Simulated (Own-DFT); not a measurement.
# What a defect does to the pressure of its cell: 4H SiC

The numbers are computed, not measured, by runs of the plane-wave DFT program Own-DFT (in-house, retired, unreviewed) at fixed positions, with no spin and no spin-orbit coupling.

Common settings: PBE; PseudoDojo norm-conserving scalar-relativistic files; cutoff 42 hartree; 4 x 4 x 3 k mesh centred on Gamma; Fermi-Dirac smearing of 0.1 eV.

Known weak points (not all hold for every row): some atoms lie very close together; not probed for a lower state with spin; forces on such cells failed a check on a denser k mesh; forces on such cells passed a denser k mesh, each cell not checked; stress not checked against mesh or cutoff.

All runs share one cell, with vectors in Å (9.248, 0.000, 0.000); (-4.624, 8.009, 0.000); (0.000, 0.000, 10.068) and a volume of 745.7 Å³. The atoms are randomly displaced, by u rms on each axis. The defect's site can differ from row to row.

```
                                     cell     formula   u (Å)  P (GPa)
                                no defect     C36Si36  0.0291     3.73
                                no defect     C36Si36  0.0569     6.04
                                no defect     C36Si36  0.0600     5.81
one C on a Si site and one Si on a C site     C36Si36  0.0305     7.53
one C on a Si site and one Si on a C site     C36Si36  0.0312        ?
one C on a Si site and one Si on a C site     C36Si36  0.0470     8.58
one C on a Si site and one Si on a C site     C36Si36  0.0496     8.60
                            one C vacancy     C35Si36  0.0286     3.52
                            one C vacancy     C35Si36  0.0463     4.51
                            one C vacancy     C35Si36  0.0511     5.13
one Al on a Si site and one N on a C site  AlC35NSi35  0.0459     5.14
one Al on a Si site and one N on a C site  AlC35NSi35  0.0476     5.06
one Al on a Si site and one N on a C site  AlC35NSi35  0.0509     5.70
                 two Al on a Si site each  Al2C36Si34  0.0294     5.65
                 two Al on a Si site each  Al2C36Si34  0.0301     6.00
                 two Al on a Si site each  Al2C36Si34  0.0450     7.04
```

## Fit

P = P0 + c u² + a shift for each defect gives P0 = 3.01 GPa, c = 853 ± 68 GPa/Å² and a scatter of 0.20 GPa. The shifts, and each times the cell's volume:

- one C on a Si site and one Si on a C site: 3.64 ± 0.17 GPa, 16.9 eV
- two Al on a Si site each: 2.15 ± 0.18 GPa, 10.0 eV (5.0 eV for each of its 2 sites)
- one Al on a Si site and one N on a C site: 0.31 ± 0.16 GPa, 1.4 eV (not resolved)
- one C vacancy: -0.20 ± 0.17 GPa, -0.9 eV (not resolved)

Positive is outwards. The product with the volume (160.2 GPa Å³ to the eV) is nearly free of the cell's size; divided by the bulk modulus at the cell's pressure it gives the volume that the defect adds. The atoms around the defects weren't relaxed, which would change these numbers.

## The run left out

Q: what pressure belongs in the blank (one C on a Si site and one Si on a C site, u = 0.0312 Å)?

The fit gives 7.48 ± 0.24 GPa. DFT gave 7.93 GPa.
